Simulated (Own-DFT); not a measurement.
# A layer strained by its substrate: wurtzite AlGaN with randomly placed atoms, 72 atoms (Al9Ga27N36)

Source: density functional calculations with Own-DFT, an unreviewed in-house program that is no longer used. Nothing was measured or relaxed, and spin and spin-orbit coupling are left out.

Settings: PBE; PseudoDojo norm-conserving scalar-relativistic files; cutoff 42 hartree; 4 x 4 x 3 k mesh centred on Gamma; Fermi-Dirac smearing of 0.1 eV.

Known weak points: forces on such cells passed a denser k mesh, each cell not checked; stress not checked against mesh or cutoff.

Unstrained cell vectors in Å: (9.509, 0.000, 0.000); (-4.755, 8.235, 0.000); (0.000, 0.000, 10.268). The unstrained cell has measured lattice constants (interpolated for alloys), not those of this functional. That, the random moves and any unrelaxed bonds set the pressure at no strain. Each run strains x and y alike by e, as a substrate would, and holds the height along z. Each coordinate of each atom was shifted by a normal deviate of width 0.05 Å. The random placing of the alloy's atoms differs from row to row. Stress is positive in tension.

| e (%) | u (Å) | (s_xx + s_yy)/2 (GPa) | s_zz (GPa) |
|---|---|---|---|
| -3.00 | 0.053 | -26.47 | -13.66 |
| -2.75 | 0.053 | -26.32 | -11.92 |
| -2.50 | 0.051 | ? | ? |
| -2.25 | 0.053 | -21.34 | -11.56 |
| -1.50 | 0.052 | -15.87 | -11.10 |
| -1.00 | 0.049 | -12.86 | -9.40 |
| 0.25 | 0.050 | -4.90 | -8.52 |
| 1.50 | 0.052 | 0.08 | -5.38 |
| 1.75 | 0.047 | 1.71 | -5.00 |
| 2.00 | 0.050 | 2.72 | -5.49 |

## Fit

With e as a fraction, the in-plane stress is -6.7 + 553 e - 4479 e² GPa (errors 14 and 923, scatter 0.62), and s_zz is -8.2 + 160 e GPa (slope ± 11, scatter 0.59). At e = 0 the first slope is C11 + C12 and the second 2 C13, both with the ions held to the strained lattice and at the cell's own pressure. The term in e² is negative: the layer stiffens under compression and softens under tension. A free layer would change its height as e changes, and the in-plane slope would drop by 2 C13²/C33 to the biaxial modulus. At fixed height, a misfit of 1 % moves the in-plane stress by about 5.5 GPa and s_zz by 1.6 GPa.

## The run left out

The question: what are the two stresses at e = -2.50 %?

Estimate: -23.3 and -12.2 GPa. DFT gave -22.99 and -11.86 GPa.
